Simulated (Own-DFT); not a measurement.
GaN (wurtzite, strained, atoms displaced) (calculated)

All values are calculated (Own-DFT development build). A calculation, not a measurement: plane-wave PBE density functional theory by an unreviewed code, no spin, of a simulated periodic cell, stress positive in tension, free energy of the whole cell less one offset for each atom, forces on such cells passed a denser k mesh, this cell's mesh not checked; offsets are fitted by least squares, one for each functional and potential file, so energies compare only between cells with the same atoms and settings and are not formation energies; the far tail of each file's local potential was reset to the Coulomb form; each entry is a single point on an unrelaxed cell, so the pressure reflects the starting lattice, mostly measured values (interpolated for alloys), from which strain is counted, and rises with the displacements; printed positions are rounded, which can move forces by about a meV/angstrom; the program, named Own-DFT, is a retired in-house code; no spin-orbit coupling.

Settings shared by all entries: functional PBE; potential files PseudoDojo norm-conserving, scalar-relativistic, standard set with the stringent files for Ga; wave cutoff 96 hartree; occupations Gaussian; smearing width 0.01 eV; k mesh 3 x 4 x 3 centred on Gamma.

(1) GaN (wurtzite, strained, atoms displaced)

```
cell vectors (Å)
  12.7560     0.0000     0.0000
  -4.7835     8.2853     0.0000
   0.0000     0.0000    10.1626
atoms (fractions of the cell vectors)
Ga  0.08273  0.21990  0.99913
Ga  0.17011  0.12111  0.24693
N   0.08525  0.22774  0.18235
N   0.15990  0.10276  0.43004
Ga  0.08338  0.21597  0.49956
Ga  0.17152  0.11804  0.75485
N   0.08680  0.22381  0.69044
N   0.16669  0.11459  0.93373
Ga  0.08229  0.55963  0.99405
Ga  0.16829  0.43884  0.25370
N   0.08698  0.56093  0.18258
N   0.17687  0.45870  0.43880
Ga  0.08778  0.55974  0.49490
Ga  0.17173  0.44596  0.74554
N   0.08524  0.55818  0.68208
N   0.16773  0.44645  0.93854
Ga  0.08260  0.88585  0.99556
Ga  0.16664  0.77949  0.24173
N   0.08197  0.89258  0.17724
N   0.16472  0.78094  0.43090
Ga  0.08707  0.89734  0.49445
Ga  0.16249  0.77339  0.75439
N   0.08949  0.88027  0.68911
N   0.16197  0.76642  0.94343
Ga  0.33394  0.22623  0.00251
Ga  0.40939  0.11654  0.25115
N   0.33301  0.22445  0.19565
N   0.41637  0.10520  0.43460
Ga  0.33064  0.22434  0.49171
Ga  0.41683  0.11516  0.75088
N   0.33437  0.22726  0.69287
N   0.42699  0.12039  0.94374
Ga  0.33417  0.55273  0.99540
Ga  0.42237  0.43965  0.25675
N   0.33431  0.55227  0.18578
N   0.41655  0.45447  0.44274
Ga  0.32609  0.54919  0.49525
Ga  0.41179  0.44579  0.74730
N   0.32265  0.55213  0.68692
N   0.41861  0.44269  0.93472
Ga  0.33132  0.88987  0.99878
Ga  0.41691  0.77213  0.25000
N   0.33769  0.88767  0.18782
N   0.41311  0.78169  0.44301
Ga  0.33490  0.89544  0.49760
Ga  0.40965  0.77003  0.74799
N   0.33519  0.89317  0.69203
N   0.41469  0.77604  0.93473
Ga  0.58625  0.22546  0.99694
Ga  0.66751  0.10306  0.25011
N   0.58738  0.22027  0.19580
N   0.66438  0.10794  0.44385
Ga  0.58191  0.23477  0.50121
Ga  0.66963  0.11082  0.74738
N   0.57722  0.20634  0.69279
N   0.66265  0.11494  0.93141
Ga  0.58244  0.54727  0.99908
Ga  0.66866  0.43609  0.24363
N   0.57842  0.55025  0.18083
N   0.66429  0.44773  0.43631
Ga  0.58221  0.55128  0.49799
Ga  0.66753  0.44742  0.75614
N   0.58610  0.54737  0.68292
N   0.66923  0.43050  0.94089
Ga  0.57653  0.87625  0.00155
Ga  0.66794  0.77104  0.24567
N   0.58615  0.88667  0.18121
N   0.66176  0.77872  0.43781
Ga  0.57866  0.88562  0.49885
Ga  0.66928  0.77927  0.74479
N   0.58592  0.89324  0.68170
N   0.66668  0.77094  0.93083
Ga  0.82651  0.21159  0.99391
Ga  0.91716  0.11612  0.25285
N   0.83285  0.22833  0.19027
N   0.91423  0.11481  0.44597
Ga  0.83775  0.22219  0.51056
Ga  0.91913  0.11201  0.74373
N   0.83475  0.21481  0.69129
N   0.91578  0.11193  0.94453
Ga  0.83883  0.55317  0.99708
Ga  0.91059  0.43782  0.24237
N   0.83610  0.55531  0.19075
N   0.91963  0.45309  0.44280
Ga  0.83790  0.56057  0.48876
Ga  0.91850  0.44240  0.75247
N   0.83157  0.55407  0.69280
N   0.91687  0.44254  0.93941
Ga  0.84234  0.90924  0.00376
Ga  0.92013  0.77057  0.24654
N   0.83218  0.88039  0.18539
N   0.91368  0.77954  0.44440
Ga  0.82849  0.88694  0.49605
Ga  0.90666  0.76796  0.74361
N   0.83875  0.90043  0.68240
N   0.91701  0.77916  0.93730
```

The calculation gives: free energy of cell above offsets -3.482 eV; pressure 11.12 GPa; stress xx -8.49 GPa; stress yy -9.35 GPa; stress zz -15.53 GPa; stress yz 0.12 GPa; stress xz 0 GPa; stress xy 0.25 GPa.

Force:
```tsv
element	x (eV/Å)	y (eV/Å)	z (eV/Å)
Ga	-0.203	1.18	-0.997
Ga	-0.98	-1.626	-1.121
N	-0.245	-0.887	1.641
N	0.398	2.263	0.693
Ga	-0.643	0.941	0.212
Ga	-0.029	-1.607	-1.956
N	-0.104	-0.26	-0.553
N	0.649	-0.448	2.244
Ga	1.047	-2.497	1.161
Ga	-0.732	1.743	-1.563
N	-0.293	-1.335	1.021
N	-2.699	-3.354	-0.715
Ga	-0.856	0.626	-0.069
Ga	-2.98	-0.871	1.309
N	0.123	-0.884	1.093
N	-0.105	-0.582	-0.443
Ga	-0.341	0.305	-1.206
Ga	0.323	0.088	0.117
N	0.589	0.565	1.938
N	0.413	0.307	0.362
Ga	0.13	-2.554	1.496
Ga	1.652	-0.044	-0.657
N	-2.788	1.917	-0.587
N	0.118	2.948	-0.952
Ga	0.492	-0.481	-0.621
Ga	3.218	-1.715	-0.816
N	-0.579	0.41	-1.177
N	-1.202	2.163	0.813
Ga	0.613	-0.446	1.322
Ga	0.062	-0.605	0.334
N	0.029	-0.354	-1.57
N	-2.622	-1.278	-0.221
Ga	-0.367	0.238	0.469
Ga	-1.443	1.489	-1.036
N	0.545	-0.412	0.653
N	0.752	-1.548	-0.253
Ga	1.996	2.974	1.347
Ga	1.009	0.603	-0.43
N	3.151	0.989	-0.846
N	-0.35	0.079	0.343
Ga	0.771	0.168	-0.1
Ga	-0.15	0.406	0.083
N	-0.792	0.678	0.08
N	0.628	-1.118	-0.779
Ga	-0.697	-1.261	0.827
Ga	0.728	1.602	-0.614
N	-0.657	-0.53	-0.179
N	-0.216	-0.25	0.531
Ga	0.579	-1.655	1.84
Ga	-0.683	0.395	0.874
N	-0.992	-0.818	-1.091
N	0.259	1.062	-0.386
Ga	1.349	-1.872	0.263
Ga	-0.703	-0.676	-0.499
N	0.101	2.425	-0.907
N	1.419	-1.492	1.328
Ga	0.569	0.72	-1.455
Ga	-0.755	0.946	0.431
N	1.271	-0.124	1.621
N	0.92	0.229	-0.606
Ga	-0.162	1.251	0.006
Ga	0.51	-1.529	-1.009
N	-1.509	0.884	1.048
N	-0.699	3.143	0.135
Ga	0.555	0.914	-2.265
Ga	-0.53	0.179	0.152
N	-0.044	-0.437	1.823
N	0.745	-0.758	-0.555
Ga	-0.215	0.629	-0.399
Ga	-0.494	-0.091	-0.437
N	-0.077	-1.47	1.641
N	0.084	0.525	1.267
Ga	-0.582	1.124	0.662
Ga	-0.008	-0.582	-0.304
N	0.696	-2.175	-0.97
N	1.53	-0.309	-1.311
Ga	-2.167	0.836	-1.981
Ga	0.689	0.115	1.299
N	-0.495	1.431	1.097
N	0.428	1.644	-1.827
Ga	-1.217	0.806	0.095
Ga	1.787	1.77	1.463
N	-0.609	-0.263	-0.718
N	0.779	-1.57	-0.994
Ga	-0.949	-0.641	1.813
Ga	-0.133	0.335	-1.118
N	0.33	-1.163	-1.149
N	0.405	-0.778	-0.032
Ga	-0.095	-4.131	-0.901
Ga	-0.75	1.296	0.478
N	0.217	1.133	1.548
N	0.625	0.704	-1.36
Ga	-0.192	0.144	-0.249
Ga	1.276	1.922	0.547
N	0.025	-1.68	0.593
N	-0.448	-0.085	-0.131
```

(2) GaN (wurtzite, strained, atoms displaced)

```
cell vectors (Å)
  12.7560     0.0000     0.0000
  -4.7835     8.2853     0.0000
   0.0000     0.0000    10.1626
atoms (fractions of the cell vectors)
Ga  0.08223  0.22530  0.00213
Ga  0.16791  0.11770  0.25633
N   0.07327  0.22449  0.19063
N   0.16001  0.11245  0.44125
Ga  0.08105  0.23136  0.49366
Ga  0.17099  0.10977  0.75484
N   0.08531  0.22451  0.68772
N   0.16865  0.10648  0.93550
Ga  0.07814  0.54665  0.00019
Ga  0.16753  0.44809  0.25154
N   0.08015  0.55434  0.19205
N   0.17881  0.45855  0.44004
Ga  0.08063  0.55521  0.49289
Ga  0.15967  0.43631  0.74192
N   0.08345  0.56259  0.68129
N   0.16586  0.44598  0.93584
Ga  0.08300  0.88902  0.00692
Ga  0.15962  0.77461  0.25383
N   0.08242  0.88717  0.18970
N   0.16488  0.77757  0.43448
Ga  0.08235  0.89712  0.50028
Ga  0.16137  0.77790  0.75285
N   0.08761  0.89095  0.69378
N   0.17318  0.78025  0.93439
Ga  0.33044  0.21730  0.00737
Ga  0.42482  0.12315  0.24640
N   0.33302  0.21927  0.18852
N   0.41816  0.12486  0.43946
Ga  0.33407  0.21571  0.49845
Ga  0.41421  0.10800  0.74977
N   0.33514  0.22890  0.68287
N   0.42014  0.10682  0.94553
Ga  0.33597  0.55403  0.00204
Ga  0.40781  0.44515  0.25147
N   0.33683  0.56244  0.18303
N   0.40922  0.43668  0.43538
Ga  0.33677  0.56703  0.50331
Ga  0.41073  0.43809  0.74628
N   0.33734  0.55089  0.68787
N   0.40526  0.42957  0.94014
Ga  0.32969  0.88900  0.00373
Ga  0.40875  0.77944  0.25215
N   0.33102  0.89416  0.18269
N   0.41816  0.77988  0.44260
Ga  0.33886  0.89009  0.49928
Ga  0.40817  0.77535  0.74804
N   0.33465  0.88868  0.69546
N   0.41217  0.77418  0.94184
Ga  0.58496  0.22162  0.99679
Ga  0.67097  0.12165  0.24370
N   0.57846  0.22721  0.18189
N   0.67373  0.12389  0.42702
Ga  0.58428  0.22433  0.50394
Ga  0.66490  0.10813  0.75249
N   0.58157  0.20871  0.68888
N   0.66439  0.11522  0.94881
Ga  0.58602  0.56358  0.00893
Ga  0.66918  0.44657  0.25051
N   0.58336  0.55752  0.18328
N   0.66412  0.44650  0.43767
Ga  0.58316  0.55442  0.49823
Ga  0.66041  0.43879  0.75216
N   0.58434  0.55740  0.69011
N   0.66684  0.43598  0.94967
Ga  0.58289  0.89075  0.00017
Ga  0.66850  0.77379  0.24350
N   0.58438  0.88267  0.18137
N   0.67318  0.77513  0.43303
Ga  0.58134  0.89594  0.49137
Ga  0.66413  0.77686  0.75235
N   0.58356  0.88255  0.68351
N   0.67517  0.79080  0.93347
Ga  0.83534  0.21656  0.99979
Ga  0.92696  0.11450  0.24286
N   0.83500  0.21903  0.18920
N   0.92129  0.11342  0.43837
Ga  0.82927  0.21466  0.49974
Ga  0.92509  0.10727  0.74871
N   0.83187  0.22132  0.69205
N   0.91816  0.11192  0.94128
Ga  0.83120  0.55736  0.99520
Ga  0.91978  0.44584  0.24269
N   0.83560  0.55927  0.18896
N   0.91077  0.44196  0.43972
Ga  0.83598  0.56988  0.50367
Ga  0.91094  0.44055  0.74465
N   0.83512  0.56370  0.69207
N   0.91216  0.43545  0.93633
Ga  0.83477  0.90145  0.99995
Ga  0.92402  0.78290  0.24788
N   0.83153  0.88930  0.19733
N   0.91737  0.78086  0.43812
Ga  0.83691  0.89757  0.49688
Ga  0.92120  0.78003  0.74128
N   0.83331  0.89350  0.68929
N   0.91572  0.77855  0.93580
```

Results for GaN (wurtzite, strained, atoms displaced): free energy of cell above offsets -3.669 eV; pressure 11.11 GPa; stress xx -8.15 GPa; stress yy -8.82 GPa; stress zz -16.36 GPa; stress yz 0.24 GPa; stress xz -0.09 GPa; stress xy -0.63 GPa.

Force:
```tsv
element	x (eV/Å)	y (eV/Å)	z (eV/Å)
Ga	1.04	0.155	-0.999
Ga	0.082	-0.574	-1.055
N	5.153	2.263	-1.029
N	0.87	0.608	0.055
Ga	1.164	0.333	1.04
Ga	-0.416	0.677	-1.478
N	0.697	-1.037	-0.551
N	-1.027	0.373	1.996
Ga	0.064	1.1	-0.736
Ga	0.198	0.402	-0.469
N	1.2	0.501	-0.65
N	-1.673	-1.132	-0.462
Ga	-0.388	0.091	0.296
Ga	0.309	2.107	0.839
N	0.127	-0.975	0.741
N	0.272	-0.486	0.235
Ga	0.14	-0.639	-2.051
Ga	1.193	0.662	-1.342
N	0.365	1.488	0.544
N	0.308	0.929	1.67
Ga	0.746	-1.016	0.25
Ga	1.475	-0.568	-0.715
N	-0.749	0.672	-1.383
N	-1.86	-1.029	1.664
Ga	0.791	-0.311	-1.649
Ga	-1.14	-1.574	0.645
N	-1.199	0.583	1.409
N	2.372	-2.433	-0.735
Ga	-2.491	1.39	0.017
Ga	-0.062	0.477	0.859
N	0.468	-1.953	0.857
N	-1.322	0.62	-1.23
Ga	-0.759	0.128	-1.893
Ga	1.653	0.013	-0.605
N	-1.186	-0.62	1.827
N	0.257	1.162	0.889
Ga	1.479	-1.506	0.028
Ga	1.281	0.987	1.202
N	-2.095	0.813	0.269
N	1.3	1.529	-0.297
Ga	1.164	-0.272	-1.573
Ga	1.282	0.682	-1.242
N	-0.128	-0.231	2.914
N	-0.331	0.447	-1.145
Ga	-1.94	0.729	0.419
Ga	2.195	-0.638	1.106
N	-1.495	0.203	-1.727
N	0.62	0.302	-0.587
Ga	-1.058	-0.203	0.427
Ga	-0.353	-1.227	-1.112
N	2.07	0.416	1.177
N	-1.371	-1.402	1.518
Ga	0.303	0.444	-1.119
Ga	0.986	-0.928	0.491
N	-0.977	1.462	0.396
N	1.872	-0.985	-1.549
Ga	-0.115	-0.836	-3.554
Ga	-0.281	0.198	-0.587
N	-0.31	-0.897	2.8
N	0.93	-0.221	0.652
Ga	-0.831	0.361	-0.041
Ga	0.538	0.381	0.378
N	-0.238	-0.836	0.064
N	-1.42	1.754	-1.927
Ga	-0.547	-0.386	-1.081
Ga	-0.965	0.426	0.902
N	-1.119	0.771	2.282
N	-1.593	0.46	0.611
Ga	2.385	0.047	0.401
Ga	0.576	0.113	-1.394
N	-1.214	0.789	0.187
N	-0.931	-1.241	1.548
Ga	-1.316	0.591	-0.091
Ga	-4.811	-2.584	2.258
N	0.283	0.576	-0.217
N	-1.025	0.481	-0.596
Ga	0.641	1.2	0.11
Ga	-1.783	0.526	0.199
N	0.518	-0.77	-0.356
N	0.582	0.632	-0.786
Ga	0.906	0.087	0.388
Ga	-1.63	-0.922	1.293
N	0.099	-0.083	-0.188
N	0.417	0.249	-0.281
Ga	0.095	-1.883	-0.753
Ga	0.725	0.63	0.196
N	-0.506	-1.455	-0.195
N	-0.013	0.876	0.209
Ga	1.236	-1.969	0.64
Ga	-1.863	-0.955	0.231
N	1.541	0.541	-1.555
N	0.259	0.738	0.158
Ga	-0.262	-0.939	0.283
Ga	-1.158	0.722	1.505
N	0.62	-0.733	-0.448
N	0.102	0.548	0.361
```

(3) GaN (wurtzite, strained, atoms displaced)

```
cell vectors (Å)
  12.7560     0.0000     0.0000
  -4.7835     8.2853     0.0000
   0.0000     0.0000    10.1626
atoms (fractions of the cell vectors)
Ga  0.08547  0.22046  0.00346
Ga  0.16611  0.11181  0.25785
N   0.08207  0.21993  0.20074
N   0.16618  0.10959  0.43366
Ga  0.07764  0.21847  0.50163
Ga  0.17083  0.10986  0.75620
N   0.07850  0.22566  0.68031
N   0.16054  0.10568  0.93170
Ga  0.08993  0.55759  0.99870
Ga  0.16778  0.44432  0.24094
N   0.08532  0.55697  0.18748
N   0.16327  0.43710  0.43822
Ga  0.07313  0.55853  0.50117
Ga  0.16432  0.44624  0.74469
N   0.08483  0.56253  0.69672
N   0.17234  0.43903  0.93609
Ga  0.08235  0.88595  0.00142
Ga  0.15856  0.77034  0.25170
N   0.08303  0.87981  0.19427
N   0.16532  0.77531  0.44352
Ga  0.08185  0.88760  0.49671
Ga  0.17594  0.78416  0.75289
N   0.08282  0.88937  0.68066
N   0.17020  0.77825  0.93301
Ga  0.33999  0.23292  0.00088
Ga  0.41888  0.11627  0.25347
N   0.33405  0.22034  0.19955
N   0.41818  0.10009  0.42962
Ga  0.33832  0.22161  0.49783
Ga  0.41213  0.10249  0.75359
N   0.32673  0.21812  0.68621
N   0.42321  0.11774  0.94321
Ga  0.33242  0.54976  0.00851
Ga  0.41656  0.44748  0.25404
N   0.33756  0.56331  0.18650
N   0.41674  0.44318  0.44798
Ga  0.33669  0.55230  0.50965
Ga  0.41789  0.43793  0.75651
N   0.33390  0.56233  0.68652
N   0.41359  0.44517  0.93145
Ga  0.33612  0.89139  0.99457
Ga  0.41346  0.77825  0.25198
N   0.32693  0.88224  0.18599
N   0.41917  0.77932  0.43699
Ga  0.33722  0.89096  0.50036
Ga  0.42078  0.78100  0.74751
N   0.33104  0.87886  0.69256
N   0.41759  0.77664  0.93992
Ga  0.58921  0.22330  0.99030
Ga  0.66518  0.11567  0.26107
N   0.58143  0.22356  0.19031
N   0.65979  0.10842  0.43906
Ga  0.58694  0.21781  0.49638
Ga  0.66601  0.11563  0.75505
N   0.57694  0.22251  0.69037
N   0.66731  0.11160  0.93784
Ga  0.58523  0.54530  0.00301
Ga  0.66919  0.43622  0.25332
N   0.58811  0.55760  0.18668
N   0.66789  0.44259  0.43622
Ga  0.58585  0.55860  0.50306
Ga  0.66457  0.44025  0.74835
N   0.57552  0.55222  0.69404
N   0.66071  0.44478  0.94607
Ga  0.57757  0.88862  0.00233
Ga  0.66998  0.77394  0.24715
N   0.57974  0.89044  0.18656
N   0.66861  0.77899  0.43513
Ga  0.58065  0.89358  0.49412
Ga  0.66067  0.76858  0.74544
N   0.58287  0.88743  0.68824
N   0.66678  0.79013  0.94373
Ga  0.83620  0.22961  0.99574
Ga  0.91860  0.11394  0.24920
N   0.83696  0.22037  0.18214
N   0.91104  0.11493  0.43822
Ga  0.83734  0.23206  0.50442
Ga  0.91801  0.11370  0.74348
N   0.82832  0.21512  0.69078
N   0.91545  0.11044  0.94410
Ga  0.82610  0.54610  0.99740
Ga  0.92141  0.44621  0.25116
N   0.84050  0.55872  0.18962
N   0.92309  0.44330  0.43986
Ga  0.83487  0.55477  0.50046
Ga  0.91898  0.43755  0.74918
N   0.83542  0.55792  0.69366
N   0.91903  0.44637  0.94074
Ga  0.83008  0.88570  0.99777
Ga  0.91956  0.78219  0.25709
N   0.82769  0.88772  0.18393
N   0.91094  0.76881  0.43808
Ga  0.83526  0.89113  0.49993
Ga  0.91701  0.77248  0.74661
N   0.83365  0.89340  0.68630
N   0.91476  0.77289  0.94154
```

It finds free energy of cell above offsets -3.623 eV; pressure 11.19 GPa; stress xx -7.7 GPa; stress yy -8.21 GPa; stress zz -17.66 GPa; stress yz 0.09 GPa; stress xz 0.79 GPa; stress xy -0.47 GPa.

Force:
```tsv
element	x (eV/Å)	y (eV/Å)	z (eV/Å)
Ga	-0.963	-0.421	-0.095
Ga	0.453	-0.598	-2.291
N	0.858	0.134	-1.978
N	0.054	-0.041	2.834
Ga	0.682	0.44	-1.965
Ga	-1.864	-0.471	-2.926
N	1.18	-0.141	2.268
N	1.18	0.34	3.119
Ga	-0.326	-0.243	-0.507
Ga	0.042	0.319	2.068
N	0.173	-0.634	-0.184
N	-0.006	1.372	-0.07
Ga	4.226	0.586	1.103
Ga	0.924	-0.084	0.023
N	-0.331	-0.549	-1.015
N	-1.054	0.266	0.531
Ga	-0.012	-0.397	0.008
Ga	2.031	0.65	0.339
N	-1.306	1.751	-0.821
N	0.187	0.395	-0.398
Ga	0.15	0.359	-0.257
Ga	-2.444	-0.836	-1.281
N	0.444	0.036	1.669
N	-0.494	0.285	1.764
Ga	-0.479	-1.557	0.701
Ga	0.171	-1.63	-2.571
N	-0.871	0.989	-1.572
N	-0.473	1.434	3.085
Ga	-0.621	-0.839	-0.214
Ga	-0.418	0.557	-0.469
N	1.633	0.195	0.384
N	-0.985	-0.378	-0.515
Ga	0.087	1.211	-2.548
Ga	0.622	0.183	0.09
N	0.133	-1.347	1.665
N	0.811	0.132	-1.092
Ga	-1.661	0.159	-2.407
Ga	-1.94	0.05	-2.682
N	0.504	-1.001	2.224
N	0.884	0.12	3.092
Ga	0.023	-0.302	1.173
Ga	0.121	0.883	-0.83
N	-0.064	0.813	0.375
N	-0.608	-0.874	0.79
Ga	-0.541	-1.37	-0.113
Ga	0.264	-0.868	0.869
N	0.734	2.022	-1.003
N	-0.676	-0.466	-0.492
Ga	-0.576	-0.269	2.032
Ga	0.918	-0.689	-3.606
N	0.767	-0.355	-0.82
N	2.339	0.791	1.279
Ga	-2.21	1.051	0.959
Ga	-0.057	-1.231	-1.262
N	0.754	-0.42	-0.432
N	0.234	0.246	0.459
Ga	-3.116	2.876	-0.044
Ga	-0.227	1.537	-1.38
N	-0.468	-1.287	1.163
N	-0.053	-0.07	1.715
Ga	-0.028	-0.06	-0.596
Ga	-0.214	0.882	0.275
N	1.877	-0.354	-0.772
N	2.486	-1.152	-2.285
Ga	0.807	0.299	-0.09
Ga	-1.586	0.647	-0.219
N	0.51	0.22	1.621
N	-0.403	-0.1	0.884
Ga	1.413	-1.246	0.868
Ga	0.348	1.971	1.379
N	0.073	0.951	-0.508
N	0.391	-2.229	-1.24
Ga	0.41	-1.261	0.378
Ga	-1.023	-0.977	-0.222
N	-1.307	0.675	1.635
N	0.617	-0.719	0.167
Ga	-0.424	-1.727	-0.544
Ga	0.127	-0.77	1.696
N	-0.238	1.06	-0.116
N	0.566	0.484	-1.148
Ga	1.117	1.37	0.707
Ga	-0.29	-0.815	-1.183
N	-0.768	-0.527	0.259
N	-2.969	-0.384	-0.445
Ga	-0.308	-0.564	0.128
Ga	-0.591	0.828	0.651
N	-0.229	-1.797	-0.761
N	-0.034	0.353	-0.561
Ga	0.29	0.442	-0.375
Ga	-0.941	-0.488	-2.293
N	2.001	0.6	1.242
N	0.323	1.092	1.123
Ga	-0.638	0.029	-0.447
Ga	-0.265	1.746	0.826
N	0.201	-1.245	0.603
N	-0.043	-0.047	-0.571
```
